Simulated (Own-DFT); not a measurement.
# Stretching a layer in its plane: wurtzite AlGaN with randomly placed atoms, 72 atoms (Al27Ga9N36)

Everything here is calculated. The program is Own-DFT (plane waves, in-house, since retired, never reviewed by a person); positions were held fixed, and spin and spin-orbit coupling were off.

Settings: PBE; PseudoDojo norm-conserving scalar-relativistic files; cutoff 42 hartree; 4 x 4 x 3 k mesh centred on Gamma; Fermi-Dirac smearing of 0.1 eV.

Limits: forces on such cells passed a denser k mesh, each cell not checked; stress not checked against mesh or cutoff.

Unstrained cell vectors in Å: (9.394, 0.000, 0.000); (-4.697, 8.135, 0.000); (0.000, 0.000, 10.066). The unstrained cell has measured lattice constants (interpolated for alloys), not those of this functional. That, the random moves and any unrelaxed bonds set the pressure at no strain. Each run strains x and y alike by e, as a substrate would, and holds the height along z. Each atom got a random Gaussian move of width 0.05 Å along each axis. The random placing of the alloy's atoms differs from row to row. Stress is positive in tension.

```
e (%),u (Å),(s_xx + s_yy)/2 (GPa),s_zz (GPa)
-2.75,0.051,-24.92,-11.57
-2.50,0.047,-22.75,-10.59
-2.00,0.046,-18.25,-10.55
-1.25,0.046,-14.71,-6.85
-0.25,0.053,-9.64,-5.59
0.25,0.051,-4.18,-8.21
1.25,0.049,-0.53,-4.23
1.75,0.051,?,?
2.25,0.050,4.92,-4.69
2.75,0.052,6.39,-0.96
```

## What the rows give

With e as a fraction, the in-plane stress is -6.9 + 567 e - 2751 e² GPa (errors 16 and 1082, scatter 0.93), and s_zz is -6.6 + 160 e GPa (slope ± 25, scatter 1.44). At e = 0 the first slope is C11 + C12 and the second 2 C13, both with the ions held to the strained lattice and at the cell's own pressure. A free layer would change its height as e changes, and the in-plane slope would drop by 2 C13²/C33 to the biaxial modulus. At fixed height, a misfit of 1 % moves the in-plane stress by about 5.7 GPa and s_zz by 1.6 GPa.

## Test on the hidden row

Question: what are the two stresses at e = 1.75 %?

From the fit: 2.2 and -3.8 GPa. Computed: 2.71 and -3.65 GPa.
